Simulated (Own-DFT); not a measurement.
# Same atoms, different arrangement: Ga32P32, 64 atoms

These are calculations, not measurements. They come from Own-DFT, an in-house plane-wave density functional program, since retired, whose code no person has reviewed. Each row is one single-point run on a periodic cell that was not relaxed, without spin or spin-orbit coupling.

Settings of every run: PBE; PseudoDojo norm-conserving scalar-relativistic files; cutoff 42 hartree; 3 x 3 x 3 k mesh centred on Gamma; Fermi-Dirac smearing of 0.1 eV.

Known limits, some of them of some rows only: not probed for a lower state with spin; forces on such cells failed a check on a denser k mesh; forces on such cells passed a denser k mesh, each cell not checked; stress not checked against mesh or cutoff.

All cells hold the same atoms in the same cell, with vectors in Å (10.901, 0.000, 0.000); (0.000, 10.901, 0.000); (0.000, 0.000, 10.901). Every atom was moved at random from its ideal site; u is the rms move along one axis. The defect's site can differ from row to row. E is the free energy of the cell above the lowest run. The arrangements:

- A: zincblende GaP
- B: zincblende GaP, with one Ga on a P site and one P on a Ga site, 2.4 Å apart

| arrangement | u (Å) | E (eV) | P (GPa) |
|---|---|---|---|
| A | 0.0200 | 0.000 | 2.70 |
| A | 0.0205 | 0.033 | 2.72 |
| A | 0.0218 | 0.091 | 2.73 |
| A | 0.0482 | 2.080 | 3.18 |
| A | 0.0493 | 1.932 | 3.12 |
| A | 0.0517 | 2.995 | 3.44 |
| B | 0.0286 | 3.673 | 3.00 |
| B | 0.0303 | 3.639 | 2.99 |
| B | 0.0305 | 3.641 | 3.00 |
| B | 0.0478 | 5.017 | 3.31 |
| B | 0.0513 | 5.707 | 3.41 |
| B | 0.0515 | 5.348 | 3.36 |

Question: once the cost of the random moves is taken out, how do the arrangements rank?

## Worked answer

Fit E = a + b u², with one b for all and one a for each arrangement, and with residuals divided by u², since the noise grows with the moves. Then b = 1086 eV/Å², the scatter at u = 0.04 Å is 0.16 eV, and against A:

- B: 3.11 ± 0.06 eV (higher)

These are energies of unrelaxed cells. Relaxing the atoms lowers the strained arrangements most, so the gaps would shrink and small ones could change sign.
